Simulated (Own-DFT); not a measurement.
# What a defect does to the pressure of its cell: wurtzite GaN

No measurement is shown. These are fixed-geometry runs of a retired plane-wave code named Own-DFT, which no person has reviewed; spin and spin-orbit coupling are neglected.

Method: PBE; PseudoDojo norm-conserving scalar-relativistic files; cutoff 42 hartree; 4 x 4 x 3 k mesh centred on Gamma; Fermi-Dirac smearing of 0.1 eV.

Caveats (not all hold for every row): not probed for a lower state with spin; forces not confirmed at this smearing and k mesh; stress not checked against mesh or cutoff.

All runs share one cell, with vectors in Å (9.567, 0.000, 0.000); (-4.784, 8.285, 0.000); (0.000, 0.000, 10.370) and a volume of 822.0 Å³. u is the rms random offset of the atoms per axis. The defect's site can differ from row to row.

| cell | formula | u (Å) | P (GPa) |
|---|---|---|---|
| no defect | Ga36N36 | 0.0200 | 5.87 |
| no defect | Ga36N36 | 0.0207 | 5.98 |
| no defect | Ga36N36 | 0.0514 | 7.71 |
| one Ga on an N site | Ga37N35 | 0.0284 | 12.04 |
| one Ga on an N site | Ga37N35 | 0.0294 | 11.69 |
| one Ga on an N site | Ga37N35 | 0.0498 | 13.78 |
| one Ga on an N site | Ga37N35 | 0.0526 | ? |
| one N on a Ga site | Ga35N37 | 0.0303 | 5.55 |
| one N on a Ga site | Ga35N37 | 0.0470 | 6.49 |
| one N on a Ga site | Ga35N37 | 0.0485 | 6.80 |

## Fit

P = P0 + c u² + a shift for each defect gives P0 = 5.47 GPa, c = 905 ± 91 GPa/Å² and a scatter of 0.23 GPa. The shifts, and each times the cell's volume:

- one Ga on an N site: 5.78 ± 0.19 GPa, 29.6 eV
- one N on a Ga site: -0.85 ± 0.20 GPa, -4.3 eV

Against the defect-free cell, a freed cell would be larger where the shift is positive and smaller where it is negative (160.2 GPa Å³ is 1 eV). The atoms around the defects weren't relaxed, which would change these numbers.

## Check

Question: what pressure belongs in the blank (one Ga on an N site, u = 0.0526 Å)?

The fitted form gives 13.76 ± 0.29 GPa. Computed: 13.35 GPa.
